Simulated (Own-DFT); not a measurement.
Simulation results for SiC (4H silicon carbide, atoms displaced)

Computed with Own-DFT development build. A calculation, not a measurement: plane-wave PBE density functional theory by an unreviewed code, no spin, of a simulated periodic cell, stress positive in tension, free energy of the whole cell less one offset for each atom, forces on such cells passed a denser k mesh, this cell's mesh not checked; offsets are fitted by least squares, one for each functional and potential file, so energies compare only between cells with the same atoms and settings and are not formation energies; the far tail of each file's local potential was reset to the Coulomb form; each entry is a single point on an unrelaxed cell, so the pressure reflects the starting lattice, mostly measured values (interpolated for alloys), from which strain is counted, and rises with the displacements; printed positions are rounded, which can move forces by about a meV/angstrom; the program, named Own-DFT, is a retired in-house code; no spin-orbit coupling.

Settings shared by all entries: functional PBE; potential files PseudoDojo norm-conserving, scalar-relativistic, standard set; wave cutoff 42 hartree; occupations Fermi-Dirac; smearing width 0.1 eV; hardware one NVIDIA H100; k mesh 5 x 5 x 3 centred on Gamma.

(1) 
```xyz
32
Lattice="6.1654 0.0000 0.0000 -3.0827 5.3394 0.0000 0.0000 0.0000 10.0681" Properties=species:S:1:pos:R:3:force_x:R:1:force_y:R:1:force_z:R:1 formula=SiC free_energy_of_cell_above_offsets=-2.413 pressure=5.13 stress_xx=-4.78 stress_yy=-4.44 stress_zz=-6.16 stress_yz=1.33 stress_xz=0.36 stress_xy=-0.76 wall_time=117.6
Si     3.0724     5.3277     4.0540      0.042      0.362      1.099
Si     0.0056     1.7501     1.4981      0.413      0.355      1.668
C      3.0721     5.3352     0.8761     -0.224     -0.116      0.505
C     -0.0644     1.8021     3.4829      3.059     -1.278     -1.056
Si    -1.5006     2.6777     3.9910     -2.104     -1.716      2.223
Si    -1.5174     4.4938     1.4714      -1.43     -1.122      1.354
C     -1.4806     2.6962     0.9311     -0.862     -0.733      0.325
C     -1.5371     4.3320     3.3782     -1.144      2.915     -0.162
Si    -0.1241     5.2211     4.1220      2.559      2.333     -0.958
Si     3.1735     1.7365     1.5335     -2.371      0.641      0.751
C     -0.0233     5.2631     0.9289      2.326      1.843     -0.047
C      3.1379     1.7489     3.4852      -1.68     -0.584     -0.278
Si     1.5332     2.7101     4.1612      0.734     -0.889     -1.837
Si     1.5772     4.4921     1.7135     -0.773     -1.771     -5.194
C      1.4740     2.6627     0.9735      2.783      1.007     -0.724
C      1.5539     4.4609     3.4184     -0.875     -0.296      4.125
Si    -0.0143     0.0339     9.0191      0.704     -0.735      1.336
Si     3.1311     3.4827     6.6451      0.086      3.011     -0.283
C      6.1174     0.0094     5.9756      1.356      0.074      0.021
C      3.1442     3.5757     8.5322      0.838     -0.401     -0.536
Si    -1.4498     2.6316     9.1973     -1.634     -0.225     -1.713
Si     4.6239     0.9492     6.6558      0.168     -1.176      -2.42
C      4.6071     2.6798     5.9311      0.991      0.156      0.283
C      4.6202     0.8317     8.4627     -1.105      1.143      1.381
Si    -0.0469     5.2969     9.1326      0.429      0.544     -0.422
Si    -0.0808     3.6511     6.6530      0.772     -1.752     -0.527
C     -0.0279     5.3379     5.9827      0.168      1.135      0.087
C     -0.0041     3.5104     8.4988      0.327      1.186     -0.017
Si     1.6072     2.7927     9.0948     -0.967     -2.504      1.772
Si     1.5947     1.0530     6.5441     -1.864     -4.067      1.801
C      1.5924     2.7348     6.0430     -1.785      1.427     -1.191
C      1.5220     0.9054     8.5397      1.064      1.233     -1.364
```

Units: free_energy_of_cell_above_offsets in eV; pressure, stress_xx, stress_yy, stress_zz, stress_yz, stress_xz, stress_xy in GPa; wall_time in s; force_x, force_y, force_z in eV/Å.

(2) 
```xyz
32
Lattice="6.1654 0.0000 0.0000 -3.0827 5.3394 0.0000 0.0000 0.0000 10.0681" Properties=species:S:1:pos:R:3:force_x:R:1:force_y:R:1:force_z:R:1 formula=SiC free_energy_of_cell_above_offsets=-1.842 pressure=6.05 stress_xx=-4.53 stress_yy=-6.61 stress_zz=-7 stress_yz=0.46 stress_xz=0.14 stress_xy=1.56 wall_time=123.5
Si     3.0862     5.3210     4.0165     -0.534      0.321      1.494
Si     0.0130     1.8099     1.5967     -0.607     -0.734     -1.577
C      3.0536     5.3280     0.9526      0.703      0.474      0.724
C      0.0712     1.7964     3.4335     -1.871     -0.848       0.71
Si     4.6054     2.5348     4.0907      0.354      2.294     -0.113
Si    -1.5137     4.4741     1.6835     -1.065     -0.618      -2.93
C     -1.5186     2.6783     0.9142     -0.394      0.004       1.23
C     -1.5838     4.4425     3.4792       1.49     -0.982      0.992
Si     3.0719     0.0082     4.1162     -0.243      -0.13     -1.338
Si     2.9692     1.7091     1.4606      3.753      5.178      4.255
C      3.0591     0.1398     0.9613      0.608      -6.65      0.188
C      3.0392     1.8197     3.5283     -0.441     -1.477     -1.741
Si     1.4800     2.7106     4.1142      1.624     -0.529      0.788
Si     1.5502     4.3964     1.5571     -0.008      1.467      0.339
C      1.6099     2.6520     0.9025     -3.045        1.2      0.508
C      1.5444     4.4133     3.4450     -0.756      1.288     -0.166
Si     0.0050     0.0077     9.1510      0.274     -0.211     -0.863
Si     3.1090     3.6174     6.5159         -2      -2.51      2.889
C      3.0374     5.2914     6.0428      0.742       2.69     -2.984
C      3.2141     3.6014     8.4992      -2.68     -0.302     -0.696
Si    -1.5416     2.6811     9.1196      0.575      -1.17      -0.02
Si     4.6454     0.8846     6.6452     -1.586     -0.405     -1.196
C      4.5376     2.6746     5.9813       2.15     -1.097     -0.482
C      4.5303     0.6673     8.4169      2.299      3.203      2.212
Si     3.0741     0.0766     9.2405     -2.143     -1.717     -2.831
Si    -0.0830     3.6077     6.6077      1.277     -1.754      0.785
C     -0.0253     5.2820     5.9236      0.578      1.396      0.915
C     -0.0124     3.5551     8.5430     -0.678      1.165     -0.456
Si     1.4934     2.7622     9.1538      2.093     -1.415     -2.304
Si     1.5437     0.8418     6.5309     -0.297      1.284      1.864
C      1.5089     2.6713     5.9899     -0.388      0.242     -0.102
C      1.5235     0.9310     8.5097      0.216      0.342     -0.092
```

Units: free_energy_of_cell_above_offsets in eV; pressure, stress_xx, stress_yy, stress_zz, stress_yz, stress_xz, stress_xy in GPa; wall_time in s; force_x, force_y, force_z in eV/Å.
